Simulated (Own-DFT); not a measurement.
## Calculated data, GaN (wurtzite, strained, atoms displaced)

All values are calculated (Own-DFT development build). A calculation, not a measurement: plane-wave PBE density functional theory by an unreviewed code, no spin, of a simulated periodic cell, stress positive in tension, free energy of the whole cell less one offset for each atom, forces on such cells passed a denser k mesh, this cell's mesh not checked; offsets are fitted by least squares, one for each functional and potential file, so energies compare only between cells with the same atoms and settings and are not formation energies; the far tail of each file's local potential was reset to the Coulomb form; each entry is a single point on an unrelaxed cell, so the pressure reflects the starting lattice, mostly measured values (interpolated for alloys), from which strain is counted, and rises with the displacements; printed positions are rounded, which can move forces by about a meV/angstrom; the program, named Own-DFT, is a retired in-house code; no spin-orbit coupling.

Settings shared by all entries: functional PBE; potential files PseudoDojo norm-conserving, scalar-relativistic, standard set with the stringent files for Ga; wave cutoff 96 hartree; occupations Gaussian; smearing width 0.01 eV; k mesh 3 x 4 x 3 centred on Gamma.

(1) GaN (wurtzite, strained, atoms displaced)

```
CELL_PARAMETERS angstrom
12.65200 -0.07100 -0.22950
-4.79060 8.34300 0.24980
-0.18650 0.20490 10.50220
ATOMIC_POSITIONS crystal
Ga 0.08573 0.22661 0.00446
Ga 0.16647 0.11025 0.24100
N 0.08354 0.22000 0.19356
N 0.17759 0.12428 0.42329
Ga 0.08208 0.21513 0.50577
Ga 0.15988 0.10784 0.75602
N 0.07595 0.21684 0.68809
N 0.17273 0.11444 0.94713
Ga 0.08216 0.55839 0.00537
Ga 0.15756 0.44245 0.25799
N 0.08375 0.56249 0.18951
N 0.16751 0.44601 0.43509
Ga 0.07743 0.56120 0.49812
Ga 0.17030 0.44609 0.75279
N 0.07963 0.56090 0.68842
N 0.16903 0.45011 0.93923
Ga 0.08477 0.89316 0.99782
Ga 0.17264 0.78213 0.24949
N 0.09136 0.89585 0.19124
N 0.16420 0.76617 0.43867
Ga 0.08941 0.89254 0.49767
Ga 0.16928 0.77477 0.74445
N 0.08145 0.89316 0.68352
N 0.16473 0.77108 0.94069
Ga 0.33455 0.23176 0.99563
Ga 0.41070 0.10956 0.24317
N 0.33822 0.22877 0.18752
N 0.42197 0.12032 0.42865
Ga 0.33418 0.22766 0.50557
Ga 0.41630 0.10736 0.75323
N 0.33517 0.21158 0.68621
N 0.41987 0.10095 0.94344
Ga 0.33330 0.56100 0.99447
Ga 0.41844 0.44093 0.25475
N 0.33284 0.55389 0.19676
N 0.40861 0.43651 0.43341
Ga 0.33146 0.54499 0.49482
Ga 0.41089 0.43138 0.75398
N 0.33029 0.55583 0.68718
N 0.41517 0.43950 0.93509
Ga 0.34066 0.89163 0.99970
Ga 0.42068 0.77903 0.24868
N 0.33223 0.89222 0.19780
N 0.42213 0.78298 0.43461
Ga 0.33891 0.88668 0.49573
Ga 0.41544 0.77969 0.74870
N 0.33278 0.88827 0.69265
N 0.41233 0.77694 0.93985
Ga 0.58088 0.22379 0.00221
Ga 0.66264 0.10559 0.24640
N 0.57915 0.21762 0.18963
N 0.66288 0.11599 0.44101
Ga 0.58577 0.22780 0.51379
Ga 0.66643 0.09952 0.75265
N 0.58014 0.23003 0.68626
N 0.66276 0.10798 0.94016
Ga 0.58442 0.54911 0.00731
Ga 0.66951 0.44336 0.25437
N 0.58616 0.55940 0.19330
N 0.66259 0.43815 0.44345
Ga 0.58854 0.55691 0.49938
Ga 0.67481 0.44972 0.74757
N 0.58772 0.56026 0.69011
N 0.66246 0.44916 0.92960
Ga 0.58311 0.88447 0.99998
Ga 0.66668 0.77364 0.25601
N 0.57695 0.88825 0.18386
N 0.67115 0.78915 0.44192
Ga 0.58333 0.89453 0.50326
Ga 0.67023 0.79197 0.75233
N 0.58089 0.88551 0.68838
N 0.66633 0.78431 0.93511
Ga 0.82946 0.21721 0.99659
Ga 0.91243 0.11768 0.24141
N 0.83603 0.23154 0.18354
N 0.91933 0.11410 0.43956
Ga 0.83585 0.21478 0.49697
Ga 0.91159 0.09918 0.75570
N 0.82923 0.21611 0.68912
N 0.91627 0.11180 0.94044
Ga 0.84170 0.56276 0.99833
Ga 0.92063 0.44220 0.25118
N 0.83207 0.55878 0.18621
N 0.91544 0.44294 0.43769
Ga 0.82935 0.55147 0.49817
Ga 0.91653 0.44882 0.74272
N 0.82967 0.54774 0.69490
N 0.91255 0.43803 0.94623
Ga 0.83555 0.88700 0.99442
Ga 0.91548 0.77948 0.25322
N 0.83241 0.89096 0.18624
N 0.91471 0.77852 0.43661
Ga 0.82752 0.88162 0.49792
Ga 0.91325 0.77880 0.73767
N 0.83596 0.88750 0.68952
N 0.93043 0.79168 0.93509
```

* free energy of cell above offsets: -4.268 eV
* pressure: 5.51 GPa
* stress xx: -8.92 GPa
* stress yy: -5.61 GPa
* stress zz: -2.01 GPa
* stress yz: 3.89 GPa
* stress xz: -3.37 GPa
* stress xy: -1.99 GPa

Force:
```
element  x (eV/Å)  y (eV/Å)  z (eV/Å)
     Ga    -0.028     0.021     0.115
     Ga     0.881     0.589     0.749
      N    -1.298     0.946    -1.128
      N    -1.247    -1.474      2.13
     Ga     0.638     0.724    -1.393
     Ga     1.004    -0.036    -0.344
      N     0.634      0.85     0.777
      N    -1.635         0    -1.477
     Ga     0.245    -0.793    -0.458
     Ga     1.806    -0.052    -1.261
      N     0.179    -0.193     0.056
      N    -1.249    -0.522     1.762
     Ga     1.703    -2.037     0.935
     Ga    -1.425    -0.499    -0.373
      N     1.104     -0.72    -0.527
      N     -0.73    -0.763    -0.178
     Ga     2.315    -0.136     1.327
     Ga    -1.013     -0.76     0.571
      N    -1.231     -1.06    -0.704
      N      -0.1     2.899    -0.386
     Ga    -0.083     0.577    -0.708
     Ga    -1.348      0.38     1.354
      N     0.656    -0.216     0.201
      N     0.047     1.619    -0.718
     Ga     1.699    -1.611     1.785
     Ga     0.989     0.263     1.228
      N    -0.942     0.191    -1.272
      N     -0.44    -0.775     1.719
     Ga     1.219    -1.572    -1.272
     Ga     0.828    -0.257     0.442
      N    -2.168     0.957     1.079
      N    -1.752     1.961    -1.237
     Ga     0.793    -0.953     1.871
     Ga    -0.773     0.046    -0.927
      N    -0.395     0.228    -1.265
      N     1.611     1.683     1.237
     Ga    -0.371     1.539     0.416
     Ga     0.862     1.233     -1.31
      N     0.977    -0.103    -0.263
      N    -0.171     2.034     0.328
     Ga    -1.669    -1.592      1.33
     Ga    -1.377    -0.986     0.472
      N     1.425    -0.276    -1.827
      N    -0.108    -1.176     0.601
     Ga    -0.775     1.035    -0.041
     Ga       0.4    -1.016     0.463
      N     0.306     0.559     -1.32
      N     1.249      0.33    -0.889
     Ga     1.159     0.578    -0.003
     Ga    -0.009     0.536     0.777
      N     0.314     1.165    -0.512
      N     1.061    -0.083    -0.509
     Ga    -0.473     -1.67    -2.434
     Ga    -1.352      1.47     0.059
      N     1.199    -0.852      2.17
      N    -0.134     0.032    -0.419
     Ga    -0.488     0.935    -0.907
     Ga    -0.214     -0.87    -0.244
      N      0.06    -0.407    -0.202
      N     0.154     1.444    -0.975
     Ga    -1.429    -0.066     0.863
     Ga    -2.859    -1.293     0.791
      N    -0.786     0.239    -0.493
      N     1.292    -0.202     1.485
     Ga     -0.44     0.286     0.163
     Ga    -0.449     0.963    -0.752
      N     2.077     0.327     0.222
      N     -1.59    -1.683    -0.817
     Ga     0.252     0.006    -0.475
     Ga     0.753    -2.604    -0.238
      N    -0.667     0.669    -0.176
      N     0.604    -0.942     0.611
     Ga     0.061     0.234     0.206
     Ga     1.514    -1.234     1.147
      N    -0.973    -0.746     0.221
      N    -0.139    -1.076    -0.878
     Ga    -1.203     0.422     0.681
     Ga     -0.17     1.373    -0.377
      N     0.571     0.508    -0.194
      N     0.344     0.034    -0.118
     Ga    -0.944    -0.434    -0.003
     Ga    -1.375     0.755    -0.172
      N     0.678      0.16     0.346
      N     -0.79    -0.374    -0.008
     Ga     0.718     0.232     0.242
     Ga     1.079    -1.845     1.805
      N     0.741     2.407    -2.125
      N     0.222     0.886    -1.447
     Ga    -0.048    -0.098     0.978
     Ga     0.751     0.109    -0.891
      N    -0.218     0.215    -0.103
      N     0.308    -0.253     0.795
     Ga     1.863     1.904      0.52
     Ga     2.125    -1.149     1.594
      N    -1.917      0.62    -0.887
      N    -2.474    -1.713    -0.992
```

(2) GaN (wurtzite, strained, atoms displaced)

```
CELL_PARAMETERS angstrom
12.71800 0.06490 -0.06180
-4.72710 8.15010 0.04090
-0.05030 0.02210 10.47050
ATOMIC_POSITIONS crystal
Ga 0.08127 0.22758 0.00498
Ga 0.16193 0.11451 0.24192
N 0.08238 0.21725 0.19290
N 0.16553 0.11469 0.43695
Ga 0.08546 0.22130 0.49904
Ga 0.16382 0.12044 0.74876
N 0.08893 0.23075 0.68695
N 0.17454 0.12208 0.93779
Ga 0.08339 0.55005 0.99711
Ga 0.17451 0.45073 0.24957
N 0.08270 0.54420 0.18842
N 0.15817 0.44293 0.44268
Ga 0.08852 0.55602 0.48857
Ga 0.16068 0.44136 0.75175
N 0.08608 0.54797 0.68780
N 0.16200 0.44228 0.94272
Ga 0.08469 0.88606 0.99816
Ga 0.17227 0.79195 0.25492
N 0.08267 0.88507 0.19162
N 0.16950 0.77702 0.43844
Ga 0.08583 0.88134 0.49382
Ga 0.16980 0.78084 0.74757
N 0.08329 0.88470 0.69280
N 0.16089 0.77513 0.93891
Ga 0.33177 0.21667 0.00001
Ga 0.41984 0.11333 0.24454
N 0.34058 0.21758 0.18918
N 0.41226 0.10792 0.44450
Ga 0.33489 0.22408 0.50368
Ga 0.41394 0.10541 0.74808
N 0.33057 0.21839 0.68862
N 0.40765 0.11801 0.94512
Ga 0.32452 0.56009 0.99441
Ga 0.41749 0.45212 0.25827
N 0.33937 0.57124 0.18589
N 0.40990 0.44334 0.43524
Ga 0.33353 0.55743 0.49907
Ga 0.41758 0.44637 0.75005
N 0.33546 0.55293 0.69143
N 0.41473 0.44008 0.94589
Ga 0.33463 0.88041 0.00142
Ga 0.42202 0.78640 0.24804
N 0.33589 0.89490 0.18586
N 0.40591 0.77074 0.43532
Ga 0.33044 0.88728 0.49976
Ga 0.41933 0.77578 0.75030
N 0.33876 0.89895 0.68562
N 0.42025 0.77684 0.94024
Ga 0.58130 0.22193 0.99190
Ga 0.66989 0.10110 0.24793
N 0.57396 0.22392 0.18588
N 0.66629 0.11177 0.43841
Ga 0.57936 0.21921 0.48944
Ga 0.66863 0.11735 0.75470
N 0.58659 0.22169 0.68503
N 0.66375 0.10061 0.93403
Ga 0.58746 0.55346 0.99991
Ga 0.66880 0.44325 0.24269
N 0.58299 0.55292 0.18580
N 0.66240 0.44065 0.43628
Ga 0.57922 0.55690 0.50189
Ga 0.66612 0.44479 0.74566
N 0.58230 0.55225 0.69484
N 0.66701 0.44409 0.94205
Ga 0.58335 0.88704 0.00276
Ga 0.66807 0.77771 0.24186
N 0.58570 0.88973 0.19555
N 0.67162 0.77798 0.44011
Ga 0.58775 0.90176 0.49592
Ga 0.66771 0.77755 0.74438
N 0.57630 0.88177 0.69016
N 0.67051 0.78089 0.94260
Ga 0.84034 0.22517 0.99920
Ga 0.91859 0.10661 0.25023
N 0.82915 0.21659 0.19438
N 0.92399 0.10503 0.43665
Ga 0.83084 0.21325 0.49557
Ga 0.91771 0.11540 0.74414
N 0.83610 0.22115 0.69126
N 0.91567 0.11682 0.93049
Ga 0.83735 0.55839 0.00712
Ga 0.92118 0.45171 0.24108
N 0.83105 0.54686 0.17669
N 0.91715 0.44622 0.44037
Ga 0.83142 0.55500 0.49430
Ga 0.91919 0.44869 0.74916
N 0.82761 0.55896 0.68931
N 0.92630 0.45021 0.93373
Ga 0.82477 0.89288 0.99895
Ga 0.91828 0.78611 0.24154
N 0.82419 0.88243 0.19409
N 0.91604 0.77674 0.43803
Ga 0.83749 0.88706 0.50181
Ga 0.91456 0.77722 0.75211
N 0.83563 0.88824 0.68408
N 0.91364 0.77764 0.93174
```

* free energy of cell above offsets: -3.472 eV
* pressure: 8.91 GPa
* stress xx: -11.59 GPa
* stress yy: -12.25 GPa
* stress zz: -2.9 GPa
* stress yz: 0.81 GPa
* stress xz: -0.84 GPa
* stress xy: 2.43 GPa

Force:
```
element  x (eV/Å)  y (eV/Å)  z (eV/Å)
     Ga     0.934    -1.577    -0.505
     Ga     3.618    -0.619     1.638
      N    -1.655     1.601    -1.409
      N     1.161    -0.801     -0.44
     Ga    -0.163     0.234     0.444
     Ga     1.843     -1.53     0.627
      N    -1.397    -1.083    -0.515
      N    -2.311    -1.364     0.162
     Ga    -0.602     1.509     1.163
     Ga     -0.14    -0.364     0.777
      N    -0.241     1.808     -0.47
      N     3.458    -0.723    -1.729
     Ga    -2.708     0.036     2.144
     Ga      1.94     0.597     0.402
      N    -1.766     1.856     -0.92
      N      0.71     0.077    -1.193
     Ga    -1.207     1.043    -0.214
     Ga     1.051    -1.584    -0.823
      N    -0.665     0.571    -1.122
      N    -0.235     0.127    -0.572
     Ga    -1.571     1.228     1.352
     Ga     0.222     -0.59     0.375
      N     -0.71     0.759    -1.108
      N     2.033    -0.176    -0.339
     Ga    -1.729     2.314     1.767
     Ga    -0.418    -0.621      1.78
      N     -3.56     1.404     0.016
      N     0.354     0.232    -1.425
     Ga    -0.781    -0.638    -0.278
     Ga     0.139     2.197     1.095
      N     0.006     0.659    -0.081
      N      4.53    -2.875     -2.39
     Ga     2.681     -1.31     0.964
     Ga     0.637    -0.954    -2.512
      N    -0.126    -1.662    -0.168
      N     0.863     0.384      1.28
     Ga    -0.884    -0.672     0.958
     Ga     0.266      -1.1     1.475
      N    -1.411     0.227    -0.532
      N    -0.399     1.438    -1.045
     Ga    -1.544      1.39    -0.391
     Ga    -0.882     -0.15     0.869
      N    -0.035    -1.054     0.198
      N     1.434     1.538    -0.153
     Ga     0.765     0.369     0.513
     Ga    -1.113    -0.041     0.012
      N     0.023    -2.774     0.142
      N    -0.555     0.539    -0.673
     Ga     -0.31    -0.643     0.961
     Ga    -2.038     2.239     0.598
      N      3.42    -0.286    -0.648
      N     0.175     0.832    -1.131
     Ga      0.03     0.225     1.411
     Ga     0.463    -0.991    -1.223
      N    -0.962    -0.044    -0.077
      N    -0.031     1.606     1.334
     Ga    -1.642    -0.223     0.086
     Ga    -0.677    -0.142     0.923
      N    -0.295     0.512     0.486
      N    -0.042     0.761    -0.534
     Ga      0.58    -0.192    -0.089
     Ga     0.382    -0.694     1.041
      N    -0.537     0.426    -1.261
      N     1.106     0.147    -1.147
     Ga     0.273    -0.362     0.106
     Ga    -0.974    -1.898      2.19
      N    -0.399    -0.866    -1.622
      N    -1.164     0.377    -0.498
     Ga     -0.14    -3.119     1.153
     Ga    -0.094     0.423     0.684
      N     1.475     1.446    -0.923
      N    -1.665    -1.022    -1.256
     Ga    -1.776     0.171     0.294
     Ga    -0.783     0.384     0.688
      N     1.394     0.815    -1.347
      N    -1.697     0.485     0.005
     Ga     0.851     1.211     0.601
     Ga     1.069    -0.713     0.239
      N    -1.381      0.45    -1.191
      N     1.219    -0.642     0.902
     Ga    -0.214    -0.223    -3.811
     Ga     0.054    -1.212     1.741
      N    -0.122     1.342     3.015
      N      0.11    -0.434    -0.961
     Ga    -0.126    -0.443     0.921
     Ga    -0.359     0.192    -0.726
      N     1.482    -0.501    -0.794
      N    -1.898    -0.872     0.568
     Ga     2.731     0.503      0.19
     Ga     0.128    -1.558      1.33
      N     2.036     1.622    -1.962
      N     0.849    -0.037    -1.215
     Ga    -0.408    -0.229    -0.317
     Ga     0.783     0.118    -0.627
      N    -0.726     0.546     0.669
      N    -0.013     0.637     2.081
```

(3) GaN (wurtzite, strained, atoms displaced)

```
CELL_PARAMETERS angstrom
12.63720 0.13070 -0.19880
-4.65400 8.28150 0.10300
-0.16170 0.03560 10.31580
ATOMIC_POSITIONS crystal
Ga 0.09498 0.22648 0.00161
Ga 0.16653 0.10928 0.25206
N 0.07893 0.21990 0.19117
N 0.16733 0.11243 0.43657
Ga 0.08533 0.22451 0.49985
Ga 0.16634 0.11035 0.74960
N 0.07337 0.20828 0.68548
N 0.16494 0.11545 0.94262
Ga 0.08917 0.55538 0.99870
Ga 0.17026 0.45378 0.25457
N 0.08359 0.55917 0.17756
N 0.16276 0.44339 0.44094
Ga 0.08093 0.55245 0.50328
Ga 0.16623 0.44060 0.74870
N 0.08624 0.55630 0.69485
N 0.16554 0.43567 0.94040
Ga 0.08405 0.88413 0.99734
Ga 0.16847 0.78598 0.25159
N 0.08086 0.88509 0.18426
N 0.17603 0.78583 0.43928
Ga 0.08223 0.88680 0.49318
Ga 0.16483 0.77269 0.75110
N 0.07762 0.88720 0.68881
N 0.16349 0.77284 0.94562
Ga 0.32831 0.22341 0.99175
Ga 0.41394 0.10688 0.25100
N 0.33464 0.22547 0.19453
N 0.41569 0.10706 0.43203
Ga 0.32911 0.21912 0.50134
Ga 0.42652 0.12242 0.74460
N 0.32945 0.22636 0.68150
N 0.41779 0.11190 0.94310
Ga 0.33969 0.54700 0.99979
Ga 0.40644 0.43869 0.25370
N 0.32690 0.55839 0.19270
N 0.41197 0.44353 0.44241
Ga 0.33488 0.54979 0.50429
Ga 0.41494 0.44262 0.74944
N 0.33160 0.56313 0.68743
N 0.42340 0.44314 0.93772
Ga 0.33975 0.89094 0.99618
Ga 0.41636 0.77639 0.24921
N 0.34003 0.89311 0.18678
N 0.41524 0.77082 0.44108
Ga 0.33607 0.89249 0.50341
Ga 0.41816 0.79136 0.75267
N 0.33046 0.88525 0.68789
N 0.41332 0.77814 0.94986
Ga 0.58837 0.22808 0.99781
Ga 0.66286 0.11303 0.25186
N 0.58256 0.21729 0.19241
N 0.66981 0.11938 0.45257
Ga 0.58324 0.22556 0.49446
Ga 0.66857 0.10762 0.75949
N 0.58531 0.21560 0.69097
N 0.67512 0.11816 0.93394
Ga 0.57846 0.57105 0.00650
Ga 0.67035 0.45041 0.24824
N 0.59329 0.56456 0.19486
N 0.66187 0.44209 0.44479
Ga 0.58683 0.55745 0.50751
Ga 0.66716 0.43448 0.75131
N 0.57833 0.54430 0.67928
N 0.66659 0.45130 0.93442
Ga 0.57511 0.88133 0.00025
Ga 0.66720 0.77561 0.24943
N 0.58779 0.88346 0.19077
N 0.66116 0.77341 0.43235
Ga 0.58408 0.88720 0.50803
Ga 0.66561 0.78463 0.75458
N 0.58589 0.89648 0.69471
N 0.67191 0.78046 0.94843
Ga 0.82996 0.21438 0.99893
Ga 0.91709 0.10841 0.25713
N 0.83649 0.22201 0.18276
N 0.92101 0.11858 0.44184
Ga 0.83467 0.22529 0.50008
Ga 0.91658 0.10725 0.75086
N 0.83072 0.22157 0.68150
N 0.92028 0.11156 0.94441
Ga 0.83468 0.56505 0.00645
Ga 0.92191 0.44594 0.24351
N 0.84036 0.56453 0.19321
N 0.91073 0.44004 0.43825
Ga 0.82986 0.56398 0.50090
Ga 0.91468 0.44185 0.74241
N 0.83852 0.56241 0.69081
N 0.91829 0.44686 0.94053
Ga 0.83477 0.88919 0.00148
Ga 0.90936 0.77612 0.25687
N 0.83337 0.89272 0.18223
N 0.91578 0.77697 0.43885
Ga 0.83492 0.88195 0.50409
Ga 0.92532 0.77802 0.75022
N 0.82513 0.88200 0.69369
N 0.91710 0.77798 0.92926
```

* free energy of cell above offsets: -3.769 eV
* pressure: 8.86 GPa
* stress xx: -10.55 GPa
* stress yy: -5.99 GPa
* stress zz: -10.04 GPa
* stress yz: 0.65 GPa
* stress xz: -2.82 GPa
* stress xy: 3.15 GPa

Force:
```
element  x (eV/Å)  y (eV/Å)  z (eV/Å)
     Ga    -3.424    -0.557     1.549
     Ga    -0.377    -0.022    -0.949
      N     0.919     0.916     0.105
      N    -0.339    -0.766     0.555
     Ga    -0.169     -0.26    -0.203
     Ga    -0.105     -0.44    -0.004
      N     1.015     1.722     0.322
      N     1.905    -1.793    -1.642
     Ga    -1.019    -0.939      -0.8
     Ga    -1.309    -1.568     -0.43
      N     0.397     0.518     2.553
      N      0.69     0.366     0.197
     Ga    -0.354     0.552     -0.27
     Ga     0.329    -0.607     0.377
      N    -0.821    -0.303    -0.977
      N     1.138     1.604    -0.809
     Ga    -1.027     0.396     0.427
     Ga     1.097    -0.992     -0.77
      N    -0.841     0.787     0.884
      N    -1.495    -1.302     0.013
     Ga     0.622     0.561     0.923
     Ga    -0.126     0.646     0.486
      N     2.053     0.965    -0.972
      N     1.497     0.984    -1.612
     Ga     1.757    -0.486     1.759
     Ga     0.542     0.436    -0.992
      N    -0.584    -0.339    -1.519
      N    -0.267     0.612     1.881
     Ga     0.871     0.388    -1.464
     Ga    -1.403    -1.231     0.937
      N     0.506      -0.6      1.87
      N    -0.084     0.411    -1.251
     Ga    -2.392     0.584     0.465
     Ga     1.282     0.908     0.572
      N     1.631     -0.12    -1.256
      N     1.403    -0.761    -0.545
     Ga    -1.427     1.017    -0.374
     Ga     0.225     0.829    -0.856
      N     0.576    -0.269     1.355
      N    -1.026    -0.146    -0.292
     Ga    -2.667     0.586     1.331
     Ga     0.909     0.429     0.859
      N     -1.26    -0.258    -0.094
      N     0.042     0.752     0.115
     Ga     0.962    -0.396    -0.698
     Ga     1.186    -1.732      0.29
      N    -1.072     1.712     0.557
      N     1.467    -1.755    -2.165
     Ga    -0.247     0.288      0.51
     Ga     2.565    -0.942     0.806
      N    -1.327      1.68     -0.96
      N     -0.11    -1.793    -1.969
     Ga    -0.141    -0.625     0.952
     Ga     0.708     0.997    -2.424
      N    -0.402     0.761    -0.826
      N    -2.066    -1.758     1.993
     Ga     2.814    -1.509     0.173
     Ga     0.863    -1.322     0.708
      N    -2.262    -1.437    -1.068
      N     0.662     0.822    -1.252
     Ga    -1.202         0    -2.852
     Ga    -0.064     1.372    -0.364
      N    -0.245     0.911     3.755
      N    -0.137    -0.061      1.42
     Ga     1.767     1.847     0.868
     Ga     0.957     0.823      0.33
      N    -2.322     1.181    -0.591
      N     1.069      0.57     1.755
     Ga    -0.282     0.466    -1.278
     Ga     1.062    -1.895     0.328
      N    -0.905    -1.021    -0.001
      N    -1.803     0.274    -1.647
     Ga      1.79     1.915     0.243
     Ga    -0.228     0.295    -1.084
      N    -1.154    -0.016     1.503
      N    -0.186    -1.676     0.073
     Ga     0.182    -0.248    -0.327
     Ga    -1.007     -0.21      0.65
      N     0.355    -0.075     1.808
      N     0.283    -0.133    -1.099
     Ga     0.631    -0.881    -1.381
     Ga     0.064    -0.659     0.461
      N    -1.018    -0.815    -0.155
      N     0.369     1.616    -0.312
     Ga     1.011    -1.845     0.316
     Ga     0.643    -0.307     1.655
      N     -1.09    -0.645    -0.899
      N    -0.241    -0.341    -0.458
     Ga     1.106     0.868    -0.743
     Ga     1.008     0.918     -1.65
      N     0.078    -0.352     1.894
      N      0.27     0.291     0.228
     Ga    -1.928     1.399     0.184
     Ga    -2.383    -0.601    -0.046
      N     0.995      0.42     -0.68
      N     0.058     0.411     2.019
```
